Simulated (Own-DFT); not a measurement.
GaN (wurtzite, strained, atoms displaced), GaAs (zincblende with one plane slipped along a stacking-fault path, atoms displaced) (calculated)

All values are calculated (Own-DFT development build). A calculation, not a measurement: plane-wave PBE density functional theory by an unreviewed code, no spin, of a simulated periodic cell, stress positive in tension, free energy of the whole cell less one offset for each atom, forces on such cells passed a denser k mesh, this cell's mesh not checked; offsets are fitted by least squares, one for each functional and potential file, so energies compare only between cells with the same atoms and settings and are not formation energies; the far tail of each file's local potential was reset to the Coulomb form; each entry is a single point on an unrelaxed cell, so the pressure reflects the starting lattice, mostly measured values (interpolated for alloys), from which strain is counted, and rises with the displacements; printed positions are rounded, which can move forces by about a meV/angstrom; the program, named Own-DFT, is a retired in-house code; no spin-orbit coupling.

Common to all runs: functional PBE.

(1) GaN (wurtzite, strained, atoms displaced)

```
GaN
1.0
     12.7560     0.0000     0.0000
     -4.7835     8.2853     0.0000
      0.0000     0.0000    10.4478
Ga N Ga N Ga N Ga N Ga N Ga N Ga N Ga N Ga N Ga N Ga N Ga N Ga N Ga N Ga N Ga N Ga N Ga N Ga N Ga N Ga N Ga N Ga N Ga N
2 2 2 2 2 2 2 2 2 2 2 2 2 2 2 2 2 2 2 2 2 2 2 2 2 2 2 2 2 2 2 2 2 2 2 2 2 2 2 2 2 2 2 2 2 2 2 2
Direct
  0.08269 0.23139 0.99882
  0.16421 0.10298 0.25398
  0.08502 0.22058 0.18478
  0.17052 0.11634 0.44395
  0.08162 0.22353 0.50046
  0.16517 0.09889 0.75054
  0.08892 0.22796 0.68590
  0.16719 0.11339 0.94393
  0.08525 0.56080 0.00513
  0.16570 0.45129 0.24991
  0.08448 0.55221 0.18289
  0.16779 0.43984 0.44071
  0.08653 0.55830 0.50362
  0.17401 0.44718 0.74866
  0.07693 0.55298 0.68816
  0.16956 0.44783 0.93220
  0.08681 0.89163 0.00180
  0.16093 0.77849 0.24486
  0.08916 0.90276 0.18491
  0.15909 0.77471 0.43890
  0.08410 0.90110 0.50202
  0.17054 0.77255 0.74844
  0.08141 0.88337 0.68748
  0.17633 0.78211 0.94167
  0.34019 0.22388 0.99719
  0.41963 0.11516 0.25112
  0.33675 0.23030 0.18304
  0.41803 0.11441 0.42949
  0.32655 0.21539 0.49480
  0.42290 0.11290 0.73517
  0.33797 0.22600 0.68563
  0.41972 0.11691 0.93726
  0.33303 0.56460 0.99653
  0.41236 0.44545 0.25090
  0.33099 0.54890 0.18292
  0.41604 0.44604 0.44008
  0.34140 0.55895 0.50213
  0.41677 0.44135 0.75564
  0.33487 0.56572 0.68590
  0.42014 0.44276 0.93653
  0.33308 0.89373 0.99995
  0.41797 0.77248 0.25285
  0.33878 0.90156 0.18521
  0.41461 0.77560 0.44730
  0.32817 0.89166 0.49217
  0.41652 0.77344 0.74795
  0.33757 0.88556 0.69092
  0.42213 0.77741 0.93730
  0.58618 0.22575 0.00181
  0.66525 0.10118 0.24819
  0.58500 0.22814 0.17863
  0.66414 0.11028 0.43480
  0.59254 0.23265 0.49719
  0.66798 0.11064 0.75335
  0.58224 0.21981 0.68136
  0.67281 0.12421 0.93681
  0.57934 0.55358 0.99565
  0.66915 0.44715 0.25644
  0.57912 0.55837 0.18023
  0.67035 0.45425 0.43800
  0.59112 0.57254 0.50480
  0.66791 0.44206 0.75082
  0.58408 0.55093 0.68436
  0.66858 0.43959 0.93752
  0.58578 0.88840 0.00761
  0.67038 0.78079 0.25075
  0.58183 0.89117 0.18780
  0.67009 0.78284 0.44492
  0.58928 0.88845 0.50961
  0.66725 0.76997 0.74807
  0.58587 0.89297 0.68760
  0.67251 0.79159 0.94116
  0.83154 0.21798 0.99531
  0.91473 0.10851 0.25051
  0.83069 0.21696 0.19656
  0.91395 0.11452 0.44288
  0.84083 0.22455 0.50048
  0.91421 0.10315 0.74767
  0.83104 0.22291 0.68993
  0.91971 0.11529 0.94030
  0.83887 0.55427 0.00008
  0.91547 0.44024 0.25272
  0.83912 0.56086 0.18884
  0.91023 0.44078 0.43489
  0.84815 0.57049 0.49900
  0.91528 0.44682 0.74774
  0.84553 0.55784 0.67660
  0.91731 0.44157 0.94030
  0.83385 0.88513 0.99651
  0.92088 0.77563 0.25518
  0.82921 0.88944 0.18940
  0.92446 0.78356 0.43513
  0.83307 0.88592 0.50497
  0.92260 0.77825 0.74621
  0.82780 0.88830 0.68393
  0.91538 0.76831 0.94489
```

* potential files: PseudoDojo norm-conserving, scalar-relativistic, standard set with the stringent files for Ga
* wave cutoff: 96 hartree
* occupations: Gaussian
* smearing width: 0.01 eV
* k mesh: 3 x 4 x 3 centred on Gamma
* free energy of cell above offsets: -5.961 eV
* pressure: 5.33 GPa
* stress xx: -4.72 GPa
* stress yy: -6.54 GPa
* stress zz: -4.74 GPa
* stress yz: -0.36 GPa
* stress xz: 0.2 GPa
* stress xy: -0.5 GPa

Force:
| element | x (eV/Å) | y (eV/Å) | z (eV/Å) |
| --- | --- | --- | --- |
| Ga | 1.201 | -0.608 | 0.21 |
| Ga | 0.28 | 3.234 | -0.475 |
| N | -0.649 | 0.31 | 1.064 |
| N | -1.856 | -0.926 | -1.355 |
| Ga | 0.138 | 0.097 | 0.144 |
| Ga | 0.02 | 1.958 | 0.705 |
| N | -0.232 | -1.317 | 0.512 |
| N | 0.078 | -0.059 | -1.177 |
| Ga | 0.24 | -0.611 | -1.931 |
| Ga | 1.36 | -1.506 | 0.477 |
| N | -1.186 | 0.85 | 1.336 |
| N | -0.451 | 1.213 | -0.475 |
| Ga | -0.259 | -0.885 | -0.54 |
| Ga | -1.314 | -0.257 | -0.242 |
| N | 1.644 | 0.234 | 0.095 |
| N | -0.445 | 0.404 | 0.642 |
| Ga | -0.134 | 0.211 | -0.721 |
| Ga | 1.418 | 0.271 | 0.442 |
| N | -0.346 | -2.769 | 0.345 |
| N | 0.173 | 0.722 | -0.623 |
| Ga | 1.03 | -1.056 | 0.051 |
| Ga | -0.198 | 0.302 | 0.468 |
| N | 0.963 | 0.457 | -0.108 |
| N | -2.068 | -0.845 | -0.878 |
| Ga | -1.182 | -0.183 | 0.522 |
| Ga | -0.15 | 0.89 | -1.534 |
| N | -0.203 | -1.059 | 1.029 |
| N | -0.036 | 0.025 | 1.804 |
| Ga | 2.338 | 2.139 | 0.974 |
| Ga | -1.179 | -0.495 | 1.853 |
| N | -0.652 | -0.926 | -0.202 |
| N | 0.835 | -0.757 | -1.144 |
| Ga | 0.872 | -1.236 | 0.333 |
| Ga | 1.043 | -0.216 | -0.025 |
| N | -0.857 | 1.267 | 0.378 |
| N | 1.051 | -0.09 | -0.287 |
| Ga | -1.263 | -0.592 | -0.142 |
| Ga | -0.308 | 0.272 | -1.214 |
| N | 1.213 | -1.827 | 0.302 |
| N | -1.36 | 0.506 | -0.112 |
| Ga | 1.972 | 0.94 | 0.042 |
| Ga | -1.011 | 0.357 | 0.125 |
| N | -0.147 | -2.006 | 0.72 |
| N | 0.39 | 0.843 | -1.348 |
| Ga | 1.101 | -0.22 | 0.641 |
| Ga | 0.698 | 1.499 | 0.759 |
| N | -1.25 | 0.499 | -1.158 |
| N | -0.573 | 1.018 | -0.113 |
| Ga | -0.445 | -0.501 | -0.883 |
| Ga | -1.068 | 1.869 | 0.636 |
| N | 0.619 | -0.177 | 2.452 |
| N | 0.841 | -0.176 | 0.509 |
| Ga | -0.517 | -0.622 | -0.406 |
| Ga | -0.402 | 0.116 | -0.455 |
| N | 1.347 | 0.901 | 0.315 |
| N | -0.537 | -1.835 | 0.237 |
| Ga | 1.428 | 0.806 | 0.472 |
| Ga | -0.53 | 0.045 | -1.622 |
| N | 0.77 | 0.156 | 1.386 |
| N | 0.357 | 0.511 | 0.616 |
| Ga | -0.281 | -2.719 | -1.09 |
| Ga | 0.525 | -0.078 | -0.412 |
| N | -0.109 | 0.307 | 1.269 |
| N | -0.265 | 1.587 | -0.514 |
| Ga | -0.679 | 0.835 | -1.403 |
| Ga | -0.901 | -0.947 | -0.046 |
| N | 0.511 | -1.255 | 0.572 |
| N | 0.174 | 0.346 | -1.405 |
| Ga | -1.743 | 1.159 | -1.416 |
| Ga | -1.269 | 0.675 | 1.035 |
| N | 0.401 | -0.861 | 1.265 |
| N | 0.093 | -1.77 | -1.204 |
| Ga | 0.53 | 0.66 | 1.267 |
| Ga | 0.651 | 0.426 | -0.019 |
| N | 0.227 | 0.521 | -1.515 |
| N | 1.919 | -1.449 | -0.765 |
| Ga | -2.617 | 0.191 | 0.479 |
| Ga | 0.04 | 1.834 | 0.518 |
| N | 0.844 | -0.096 | -0.283 |
| N | -0.074 | -1.06 | -0.876 |
| Ga | -0.945 | -0.931 | 0.584 |
| Ga | -0.148 | -0.124 | -0.634 |
| N | -0.128 | -0.517 | 0.125 |
| N | 1.554 | 0.64 | 0.504 |
| Ga | -1.113 | -1.58 | -0.868 |
| Ga | 0.966 | -1.186 | 1.074 |
| N | -2.457 | 0.591 | 1.67 |
| N | 0.499 | 0.477 | -0.484 |
| Ga | 0.454 | 0.73 | 0.962 |
| Ga | -0.913 | 0.807 | -1.644 |
| N | 1.653 | -0.17 | -0.146 |
| N | -1.063 | 0.689 | 0.768 |
| Ga | 0.338 | 0.906 | -1.409 |
| Ga | -1.336 | -0.785 | 1.123 |
| N | 1.771 | -0.599 | 1.063 |
| N | 0.279 | 1.582 | -1.57 |

(2) GaN (wurtzite, strained, atoms displaced)

```
GaN
1.0
     12.7560     0.0000     0.0000
     -4.7835     8.2853     0.0000
      0.0000     0.0000    10.4478
Ga N Ga N Ga N Ga N Ga N Ga N Ga N Ga N Ga N Ga N Ga N Ga N Ga N Ga N Ga N Ga N Ga N Ga N Ga N Ga N Ga N Ga N Ga N Ga N
2 2 2 2 2 2 2 2 2 2 2 2 2 2 2 2 2 2 2 2 2 2 2 2 2 2 2 2 2 2 2 2 2 2 2 2 2 2 2 2 2 2 2 2 2 2 2 2
Direct
  0.08631 0.21678 0.98655
  0.16323 0.11490 0.24974
  0.07671 0.22131 0.18723
  0.16592 0.10684 0.44286
  0.08483 0.23107 0.49877
  0.15909 0.11508 0.74759
  0.08440 0.22301 0.68636
  0.16142 0.10988 0.92661
  0.08982 0.56756 0.00141
  0.16690 0.44363 0.25111
  0.07417 0.54377 0.19096
  0.16478 0.44214 0.43746
  0.08563 0.56273 0.50319
  0.16487 0.44836 0.75612
  0.08368 0.57075 0.68311
  0.16706 0.44719 0.94518
  0.08336 0.88472 0.99956
  0.17073 0.78743 0.25058
  0.08173 0.87924 0.19365
  0.16374 0.77633 0.43520
  0.08854 0.88516 0.50688
  0.17586 0.77978 0.74747
  0.08290 0.88994 0.69430
  0.16824 0.77203 0.94018
  0.33524 0.21968 0.99649
  0.41275 0.09913 0.24279
  0.33749 0.23177 0.19281
  0.42276 0.12743 0.43515
  0.33058 0.22979 0.49984
  0.40998 0.10493 0.74748
  0.33314 0.22411 0.68660
  0.40582 0.09966 0.94201
  0.33170 0.54908 0.00218
  0.41557 0.43794 0.25010
  0.33068 0.55419 0.18904
  0.41692 0.44718 0.44310
  0.33800 0.56282 0.50577
  0.41455 0.44427 0.74352
  0.33803 0.56813 0.69387
  0.42600 0.44936 0.93967
  0.33463 0.89340 0.99983
  0.41930 0.78076 0.25394
  0.32930 0.89092 0.18714
  0.41150 0.77462 0.43417
  0.32953 0.88068 0.50132
  0.41636 0.76888 0.74062
  0.33894 0.88043 0.69099
  0.42090 0.78317 0.93952
  0.57691 0.22545 0.00501
  0.66015 0.10505 0.25431
  0.58408 0.22512 0.18031
  0.67667 0.12188 0.44522
  0.58249 0.21641 0.50182
  0.66425 0.09683 0.74991
  0.58487 0.22635 0.69330
  0.66388 0.10107 0.93935
  0.58484 0.55434 0.99960
  0.66801 0.44526 0.24461
  0.58260 0.55451 0.19798
  0.66375 0.44499 0.43139
  0.57920 0.54981 0.49546
  0.66864 0.44761 0.76339
  0.57729 0.55783 0.69417
  0.66421 0.43890 0.93645
  0.57662 0.87784 0.00365
  0.67189 0.77461 0.24487
  0.58400 0.88547 0.18751
  0.66325 0.78678 0.43705
  0.58975 0.89600 0.49030
  0.66115 0.77505 0.74145
  0.58184 0.88983 0.69286
  0.66816 0.77552 0.93931
  0.82713 0.22076 0.00175
  0.91439 0.10708 0.24813
  0.82891 0.21990 0.18216
  0.92028 0.11765 0.43304
  0.83831 0.22340 0.50510
  0.91009 0.10598 0.73993
  0.84415 0.24424 0.68195
  0.91496 0.11090 0.93997
  0.83540 0.55244 0.99702
  0.92020 0.45366 0.25075
  0.83597 0.55344 0.17946
  0.91687 0.43596 0.43409
  0.83375 0.54676 0.49847
  0.91154 0.43881 0.75881
  0.82443 0.54055 0.68450
  0.91378 0.43674 0.93337
  0.83437 0.89635 0.99395
  0.91640 0.78473 0.24933
  0.83382 0.88614 0.18749
  0.92193 0.77876 0.43554
  0.83865 0.89789 0.49418
  0.91613 0.77220 0.74832
  0.83207 0.88231 0.68880
  0.91451 0.77720 0.94384
```

* potential files: PseudoDojo norm-conserving, scalar-relativistic, standard set with the stringent files for Ga
* wave cutoff: 96 hartree
* occupations: Gaussian
* smearing width: 0.01 eV
* k mesh: 3 x 4 x 3 centred on Gamma
* free energy of cell above offsets: -4.472 eV
* pressure: 5.75 GPa
* stress xx: -5.6 GPa
* stress yy: -7.71 GPa
* stress zz: -3.96 GPa
* stress yz: -0.35 GPa
* stress xz: 0.14 GPa
* stress xy: 0.06 GPa

Force:
| element | x (eV/Å) | y (eV/Å) | z (eV/Å) |
| --- | --- | --- | --- |
| Ga | -2.304 | 0.862 | 2.018 |
| Ga | 0.452 | -0.39 | 0.307 |
| N | 1.362 | -0.104 | -0.702 |
| N | -0.551 | 0.492 | -0.528 |
| Ga | 0.63 | -1.243 | 0.008 |
| Ga | 1.993 | -0.81 | -0.763 |
| N | -1.614 | 1.187 | -0.115 |
| N | 2.059 | -0.65 | 1.631 |
| Ga | -0.694 | -2.84 | 1.138 |
| Ga | -0.658 | -0.149 | -0.309 |
| N | 2.083 | 2.359 | -0.882 |
| N | 0.507 | 1.583 | 0.523 |
| Ga | -0.177 | -1.421 | -1.146 |
| Ga | -0.299 | 0.198 | -0.611 |
| N | 0.616 | -1.865 | 1.297 |
| N | 0.082 | -0.421 | -1.15 |
| Ga | -0.35 | 0.15 | 0.124 |
| Ga | -0.171 | -2.203 | 0.204 |
| N | -0.776 | 1.963 | -1.444 |
| N | 1.085 | 0.316 | 0.407 |
| Ga | -1.511 | 0.637 | -0.344 |
| Ga | -1.469 | 0.439 | 0.993 |
| N | 0.827 | -0.166 | -0.422 |
| N | -0.433 | 1.96 | -0.964 |
| Ga | -1.424 | 0.929 | 0.555 |
| Ga | -0.223 | 2.968 | 1.515 |
| N | -0.376 | -2.797 | -1.436 |
| N | -0.324 | -2.18 | -0.015 |
| Ga | 0.864 | -0.962 | -0.117 |
| Ga | 1.127 | 0.824 | 0.134 |
| N | -0.618 | -0.568 | 0.324 |
| N | 0.826 | 1.893 | -1.279 |
| Ga | 0.595 | 1.175 | -0.06 |
| Ga | -0.53 | 2.067 | 0.813 |
| N | 0.567 | 0.3 | 0.242 |
| N | -0.927 | 0.262 | -0.665 |
| Ga | -0.619 | -1.124 | -0.759 |
| Ga | 0.165 | -0.142 | 1.361 |
| N | -0.588 | -4.346 | -1.389 |
| N | -1.768 | -1.307 | -0.613 |
| Ga | 0.781 | -2.21 | 0.237 |
| Ga | -0.255 | -0.9 | -1.423 |
| N | 1.316 | -1.261 | -0.325 |
| N | 0.777 | 0.969 | 0.969 |
| Ga | -0.153 | 1.678 | -0.379 |
| Ga | 0.676 | 3.328 | 3.166 |
| N | -1.47 | 1.328 | -1.04 |
| N | -1.367 | -1.506 | -0.573 |
| Ga | 1.38 | -1.364 | -2.09 |
| Ga | 1.16 | 1.164 | -0.877 |
| N | -0.303 | -0.909 | 1.963 |
| N | -1.115 | -1.112 | -1.073 |
| Ga | -0.345 | 1.447 | 0.605 |
| Ga | -0.776 | 2.937 | 0.975 |
| N | -0.184 | -0.974 | -0.164 |
| N | -0.883 | 0.576 | -0.305 |
| Ga | 0.472 | 0.865 | 0.716 |
| Ga | 0.517 | -0.062 | 0.515 |
| N | 0.04 | -0.147 | -1.582 |
| N | 0.924 | -0.192 | 0.613 |
| Ga | 0.942 | 1.124 | 0.858 |
| Ga | -0.931 | -0.619 | -3.024 |
| N | 1.455 | -0.643 | -1.408 |
| N | 0.173 | 0.521 | 2.086 |
| Ga | 1.195 | 1.067 | -0.561 |
| Ga | -1.162 | 0.351 | 0.824 |
| N | -0.366 | -0.039 | 0.916 |
| N | 2.438 | -1.436 | -0.494 |
| Ga | -1.723 | 0.235 | 1.476 |
| Ga | 0.832 | 0.262 | 1.387 |
| N | 0.431 | -0.928 | -2.214 |
| N | -0.375 | -0.011 | -0.373 |
| Ga | 0.556 | -0.498 | -0.233 |
| Ga | -1.022 | 0.849 | -0.627 |
| N | -0.025 | -0.054 | 1.702 |
| N | 0.032 | -0.493 | 0.726 |
| Ga | 0.132 | 0.598 | -1.31 |
| Ga | 0.338 | 0.695 | 1.372 |
| N | 0.05 | -3.902 | 0.77 |
| N | 0.111 | 0.859 | -1.395 |
| Ga | -0.306 | 0.107 | 0.103 |
| Ga | -0.974 | -2.079 | -0.045 |
| N | -0.966 | 0.636 | 1.061 |
| N | -0.098 | 1.287 | 0.567 |
| Ga | -0.814 | 0.378 | -0.408 |
| Ga | 0.229 | 2.231 | -1.42 |
| N | 0.493 | 1.606 | 0.644 |
| N | 0.491 | 1.088 | 1.586 |
| Ga | 0.026 | -1.033 | 0.589 |
| Ga | 1.005 | -1.519 | 0.065 |
| N | -0.281 | 0.598 | -0.542 |
| N | -0.585 | -0.261 | 0.676 |
| Ga | 0.122 | -1.274 | 0.374 |
| Ga | -0.161 | -0.541 | 0.43 |
| N | -0.437 | 0.469 | -0.859 |
| N | 0.549 | -0.159 | -1.112 |

(3) GaAs (zincblende with one plane slipped along a stacking-fault path, atoms displaced)

```
GaAs
1.0
      5.6533    -5.6533     0.0000
      0.0000     5.6533    -5.6533
     11.7777    11.7777    10.3644
Ga As Ga As Ga As Ga As Ga As Ga As Ga As Ga As Ga As Ga As Ga As Ga As Ga As Ga As Ga As Ga As Ga As Ga As Ga As Ga As Ga As Ga As Ga As Ga As
1 1 1 1 1 1 1 1 1 1 1 1 1 1 1 1 1 1 1 1 1 1 1 1 1 1 1 1 1 1 1 1 1 1 1 1 1 1 1 1 1 1 1 1 1 1 1 1
Direct
  0.99819 0.00135 0.99630
  0.98935 0.98338 0.12396
  0.15313 0.30631 0.16538
  0.14394 0.29223 0.29108
  0.30901 0.11143 0.33330
  0.29648 0.09096 0.46034
  0.04330 0.08951 0.49888
  0.03237 0.06179 0.62668
  0.19187 0.38712 0.66929
  0.18022 0.36171 0.79237
  0.34728 0.20122 0.83252
  0.33408 0.16995 0.95890
  0.99731 0.50203 0.99956
  0.98774 0.47546 0.12345
  0.15438 0.80533 0.16760
  0.14785 0.78609 0.29290
  0.31278 0.61875 0.33353
  0.29688 0.58951 0.46028
  0.04579 0.58269 0.50024
  0.03158 0.56286 0.62469
  0.19462 0.89225 0.66568
  0.18468 0.87232 0.79227
  0.33986 0.69156 0.83315
  0.33415 0.67610 0.95719
  0.49847 0.00056 0.00314
  0.49003 0.98616 0.12400
  0.65430 0.30265 0.16640
  0.64490 0.28399 0.29306
  0.80395 0.11369 0.33553
  0.79086 0.08885 0.45832
  0.53848 0.08591 0.49867
  0.52582 0.06335 0.62507
  0.69816 0.39137 0.66891
  0.68250 0.36768 0.79258
  0.84639 0.19559 0.83187
  0.83956 0.17897 0.95626
  0.49585 0.49605 0.00040
  0.49649 0.48602 0.12479
  0.65049 0.80397 0.16747
  0.64061 0.78916 0.29009
  0.80194 0.61161 0.33221
  0.79967 0.59214 0.45652
  0.53574 0.57342 0.50004
  0.53312 0.55989 0.62299
  0.69231 0.88529 0.66881
  0.68510 0.86636 0.79271
  0.84598 0.69160 0.83378
  0.83774 0.67964 0.95715
```

- potential files: PseudoDojo norm-conserving, scalar-relativistic, standard set
- wave cutoff: 42 hartree
- occupations: Fermi-Dirac
- smearing width: 0.1 eV
- k mesh: 4 x 4 x 2 centred on Gamma
- free energy of cell above offsets: -12.723 eV
- pressure: 5.63 GPa
- stress xx: -6.79 GPa
- stress yy: -6.54 GPa
- stress zz: -3.57 GPa
- stress yz: -0.38 GPa
- stress xz: -0.65 GPa
- stress xy: 2.24 GPa

Force:
| element | x (eV/Å) | y (eV/Å) | z (eV/Å) |
| --- | --- | --- | --- |
| Ga | 0.347 | 0.487 | 0.137 |
| As | -0.112 | -0.338 | 0.289 |
| Ga | 0.287 | -0.028 | -0.052 |
| As | 0.067 | -0.188 | 0.393 |
| Ga | -0.094 | 0.51 | -0.141 |
| As | -2.805 | -1.182 | -1.96 |
| Ga | 1.504 | 1.88 | 1.634 |
| As | -0.569 | 0.159 | -0.303 |
| Ga | -0.017 | -0.408 | -0.466 |
| As | 0.036 | 0.406 | -0.514 |
| Ga | 0.332 | -0.163 | 0.64 |
| As | 0.047 | -0.16 | -0.358 |
| Ga | 0.01 | -0.091 | -0.2 |
| As | 0.311 | 0.271 | -0.213 |
| Ga | -0.339 | 0.082 | -0.092 |
| As | -0.502 | 0.232 | -0.019 |
| Ga | -0.038 | 0.137 | 0.542 |
| As | -1.972 | -1.803 | -2.139 |
| Ga | 0.792 | 2.156 | 1.591 |
| As | 0.183 | 0.053 | 0.17 |
| Ga | 0.154 | 0.071 | 0.414 |
| As | -0.27 | -0.178 | -0.04 |
| Ga | 0.202 | -0.208 | -0.206 |
| As | 0.345 | 0.035 | 0.281 |
| Ga | -0.307 | -0.714 | -0.49 |
| As | 0.211 | -0.103 | 0.869 |
| Ga | 0.232 | 0.5 | -0.2 |
| As | -0.402 | -0.048 | -0.364 |
| Ga | 0.194 | -0.484 | -0.158 |
| As | -1.231 | -1.586 | -1.264 |
| Ga | 2.795 | 1.093 | 1.872 |
| As | 0.524 | -0.467 | -0.049 |
| Ga | -0.369 | -0.14 | -0.11 |
| As | 0.005 | -0.058 | -0.098 |
| Ga | -0.072 | 0.066 | 0.318 |
| As | -0.242 | 0.305 | 0.302 |
| Ga | -0.039 | 0.03 | -0.392 |
| As | -0.275 | -0.075 | 0.506 |
| Ga | -0.039 | -0.011 | -0.687 |
| As | 0.557 | -0.059 | 0.097 |
| Ga | 0.244 | -0.076 | -0.194 |
| As | -1.481 | -0.82 | -1.491 |
| Ga | 2.343 | 0.251 | 1.565 |
| As | 0.187 | 0.555 | 0.418 |
| Ga | -0.308 | -0.069 | -0.37 |
| As | -0.308 | 0.236 | 0.18 |
| Ga | 0.13 | -0.057 | -0.257 |
| As | -0.25 | -0.003 | 0.609 |
